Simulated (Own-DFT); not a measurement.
# What a defect does to the pressure of its cell: zincblende InP

Everything here is calculated. The program is Own-DFT (plane waves, in-house, since retired, never reviewed by a person); positions were held fixed, and spin and spin-orbit coupling were off.

Settings: PBE; PseudoDojo norm-conserving scalar-relativistic files; cutoff 36 hartree; 3 x 3 x 3 k mesh centred on Gamma; Fermi-Dirac smearing of 0.1 eV.

Known weak points (not all hold for every row): not probed for a lower state with spin; forces on such cells moved up to 12 meV/angstrom on a denser k mesh; stress not checked against mesh or cutoff.

All runs share one cell, with vectors in Å (11.737, 0.000, 0.000); (0.000, 11.737, 0.000); (0.000, 0.000, 11.737) and a volume of 1617.0 Å³. Atoms were moved at random from their sites; u is the rms move along one axis. The defect's site can differ from row to row.

| cell | formula | u (Å) | P (GPa) |
|---|---|---|---|
| no defect | In32P32 | 0.0202 | 3.20 |
| no defect | In32P32 | 0.0460 | 3.56 |
| no defect | In32P32 | 0.0498 | 3.56 |
| two P vacancies | In32P30 | 0.0274 | 2.99 |
| two P vacancies | In32P30 | 0.0294 | 3.00 |
| two P vacancies | In32P30 | 0.0306 | 2.86 |
| one In on a P site and one P on an In site | In32P32 | 0.0290 | 3.65 |
| one In on a P site and one P on an In site | In32P32 | 0.0297 | 3.62 |
| one In on a P site and one P on an In site | In32P32 | 0.0493 | ? |
| one In on a P site and one P on an In site | In32P32 | 0.0538 | 4.04 |

## Fit

P = P0 + c u² + a shift for each defect gives P0 = 3.13 GPa, c = 189 ± 28 GPa/Å² and a scatter of 0.06 GPa. The shifts, and each times the cell's volume:

- one In on a P site and one P on an In site: 0.35 ± 0.05 GPa, 3.6 eV
- two P vacancies: -0.33 ± 0.06 GPa, -3.4 eV (-1.7 eV for each of its 2 sites)

Against the defect-free cell, a freed cell would be larger where the shift is positive and smaller where it is negative (160.2 GPa Å³ is 1 eV). The atoms around the defects weren't relaxed, which would change these numbers.

## Prediction

Asked: what pressure belongs in the blank (one In on a P site and one P on an In site, u = 0.0493 Å)?

Estimate: 3.94 ± 0.08 GPa. The calculation gave 3.87 GPa.
